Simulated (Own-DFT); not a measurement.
# A layer strained by its substrate: diamond-structure GeSn with randomly placed atoms, 64 atoms (Ge56Sn8)

Calculated, not measured: single-point runs of Own-DFT, a retired in-house plane-wave DFT program that no person has reviewed, on unrelaxed cells, without spin or spin-orbit coupling.

Method: PBE; PseudoDojo norm-conserving scalar-relativistic files; cutoff 49 hartree; 3 x 3 x 3 k mesh centred on Gamma; Fermi-Dirac smearing of 0.1 eV.

Known weak points: forces on such cells moved up to 12 meV/angstrom on a denser k mesh; stress not checked against mesh or cutoff.

Unstrained cell vectors in Å: (11.524, 0.000, 0.000); (0.000, 11.524, 0.000); (0.000, 0.000, 11.524). The unstrained cell has measured lattice constants (interpolated for alloys), not those of this functional. That, the random moves and any unrelaxed bonds set the pressure at no strain. Each run strains x and y alike by e, as a substrate would, and holds the height along z. Each coordinate of each atom was shifted by a normal deviate of width 0.05 Å. The random placing of the alloy's atoms differs from row to row. Stress is positive in tension.

| e (%) | u (Å) | (s_xx + s_yy)/2 (GPa) | s_zz (GPa) |
|---|---|---|---|
| -2.50 | 0.049 | -9.68 | -8.26 |
| -2.25 | 0.049 | -9.27 | -8.03 |
| -2.00 | 0.052 | -9.01 | -7.85 |
| -1.50 | 0.051 | -7.86 | -6.77 |
| 0.75 | 0.050 | ? | ? |
| 1.50 | 0.049 | -2.61 | -3.48 |
| 2.00 | 0.050 | -2.13 | -3.19 |
| 2.25 | 0.045 | -1.58 | -2.80 |
| 2.50 | 0.051 | -1.52 | -2.78 |
| 2.75 | 0.047 | -1.20 | -2.60 |

## Working it out

With e as a fraction, the in-plane stress is -5.1 + 168 e - 922 e² GPa (errors 2 and 311, scatter 0.16), and s_zz is -5.0 + 113 e - 926 e² GPa (slope ± 2, scatter 0.14). At e = 0 the first slope is C11 + C12 and the second 2 C12, both with the ions held to the strained lattice and at the cell's own pressure. A free layer would change its height as e changes, and the in-plane slope would drop by 2 C12²/C11 to the biaxial modulus. At fixed height, a misfit of 1 % moves the in-plane stress by about 1.7 GPa and s_zz by 1.1 GPa.

## Check

Asked: what are the two stresses at e = 0.75 %?

From the fit: -3.9 and -4.2 GPa. DFT gave -3.94 and -4.40 GPa.
